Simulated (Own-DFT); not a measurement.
# One host, several defects: monoclinic HfO2

The numbers are computed, not measured, by runs of the plane-wave DFT program Own-DFT (in-house, retired, unreviewed) at fixed positions, with no spin and no spin-orbit coupling.

Settings: PBE; PseudoDojo norm-conserving scalar-relativistic files; cutoff 72 hartree; 2 x 2 x 2 k mesh centred on Gamma; Fermi-Dirac smearing of 0.1 eV.

Limits (not all hold for every row): a neutral cation vacancy leaves holes that likely carry spin, which these runs leave out; not probed for a lower state with spin; hafnium file: forces about 75 meV/angstrom off all-electron values; oxygen file: force components 24 meV/angstrom off all-electron in a glass; forces on such cells passed a denser k mesh, each cell not checked; stress not checked against mesh or cutoff.

All runs share one cell, with vectors in Å (10.234, 0.000, 0.000); (0.000, 10.350, 0.000); (-1.696, 0.000, 10.445) and a volume of 1106.4 Å³. u is the rms random offset of the atoms per axis. The defect's site can differ from row to row.

```
cell,formula,u (Å),P (GPa)
no defect,Hf32O64,0.0207,4.28
no defect,Hf32O64,0.0504,5.61
no defect,Hf32O64,0.0517,6.06
two O vacancies,Hf32O62,0.0282,3.21
two O vacancies,Hf32O62,0.0315,3.42
two O vacancies,Hf32O62,0.0508,5.04
one Hf vacancy,Hf31O64,0.0315,3.91
one Hf vacancy,Hf31O64,0.0513,5.09
one Hf vacancy,Hf31O64,0.0526,4.88
one O vacancy,Hf32O63,0.0282,3.84
one O vacancy,Hf32O63,0.0297,3.99
one O vacancy,Hf32O63,0.0541,4.67
two Al on a Hf site each and one O vacancy,Al2Hf30O63,0.0280,?
two Al on a Hf site each and one O vacancy,Al2Hf30O63,0.0300,1.92
two Al on a Hf site each and one O vacancy,Al2Hf30O63,0.0501,3.51
two Al on a Hf site each and one O vacancy,Al2Hf30O63,0.0501,3.69
```

## What the rows give

P = P0 + c u² + a shift for each defect gives P0 = 3.98 GPa, c = 713 ± 91 GPa/Å² and a scatter of 0.31 GPa. The shifts, and each times the cell's volume:

- one Hf vacancy: -0.87 ± 0.26 GPa, -6.0 eV
- one O vacancy: -0.91 ± 0.26 GPa, -6.3 eV
- two O vacancies: -1.12 ± 0.26 GPa, -7.8 eV (-3.9 eV for each of its 2 sites)
- two Al on a Hf site each and one O vacancy: -2.34 ± 0.25 GPa, -16.2 eV

Against the defect-free cell, a freed cell would be larger where the shift is positive and smaller where it is negative (160.2 GPa Å³ is 1 eV). The atoms around the defects weren't relaxed, which would change these numbers.

## Prediction

Question: what pressure belongs in the blank (two Al on a Hf site each and one O vacancy, u = 0.0280 Å)?

The fit gives 2.19 ± 0.38 GPa. Computed: 1.37 GPa.
